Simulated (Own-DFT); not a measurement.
# Which defects push the lattice out? L1_0 TiAl

Everything here is calculated. The program is Own-DFT (plane waves, in-house, since retired, never reviewed by a person); positions were held fixed, and spin and spin-orbit coupling were off.

All runs used: PBE; PseudoDojo norm-conserving scalar-relativistic files; cutoff 42 hartree; 4 x 4 x 4 k mesh centred on Gamma; cold (Marzari-Vanderbilt) smearing of 0.2 eV.

Limits: forces on such cells failed a check on a denser k mesh; stress not checked against mesh or cutoff.

All runs share one cell, with vectors in Å (5.622, 5.622, 0.000); (-5.622, 5.622, 0.000); (0.000, 0.000, 8.133) and a volume of 514.0 Å³. Atoms were moved at random from their sites; u is the rms move along one axis. The defect's site can differ from row to row.

| cell | formula | u (Å) | P (GPa) |
|---|---|---|---|
| no defect | Al16Ti16 | 0.0187 | 1.16 |
| no defect | Al16Ti16 | 0.0487 | 1.70 |
| no defect | Al16Ti16 | 0.0501 | 1.73 |
| two Al vacancies | Al14Ti16 | 0.0295 | -0.60 |
| two Al vacancies | Al14Ti16 | 0.0514 | 0.15 |
| two Al vacancies | Al14Ti16 | 0.0533 | 0.02 |
| one Ti vacancy | Al16Ti15 | 0.0281 | 0.42 |
| one Ti vacancy | Al16Ti15 | 0.0294 | ? |
| one Ti vacancy | Al16Ti15 | 0.0301 | 0.55 |
| one Ti vacancy | Al16Ti15 | 0.0320 | 0.34 |

## What the rows give

P = P0 + c u² + a shift for each defect gives P0 = 1.00 GPa, c = 303 ± 49 GPa/Å² and a scatter of 0.11 GPa. The shifts, and each times the cell's volume:

- one Ti vacancy: -0.84 ± 0.10 GPa, -2.7 eV
- two Al vacancies: -1.79 ± 0.09 GPa, -5.7 eV (-2.9 eV for each of its 2 sites)

Positive is outwards. The product with the volume (160.2 GPa Å³ to the eV) is nearly free of the cell's size; divided by the bulk modulus at the cell's pressure it gives the volume that the defect adds. The atoms around the defects weren't relaxed, which would change these numbers.

## Prediction

Question: what pressure belongs in the blank (one Ti vacancy, u = 0.0294 Å)?

From the fit: 0.42 ± 0.13 GPa. The calculation gave 0.44 GPa.
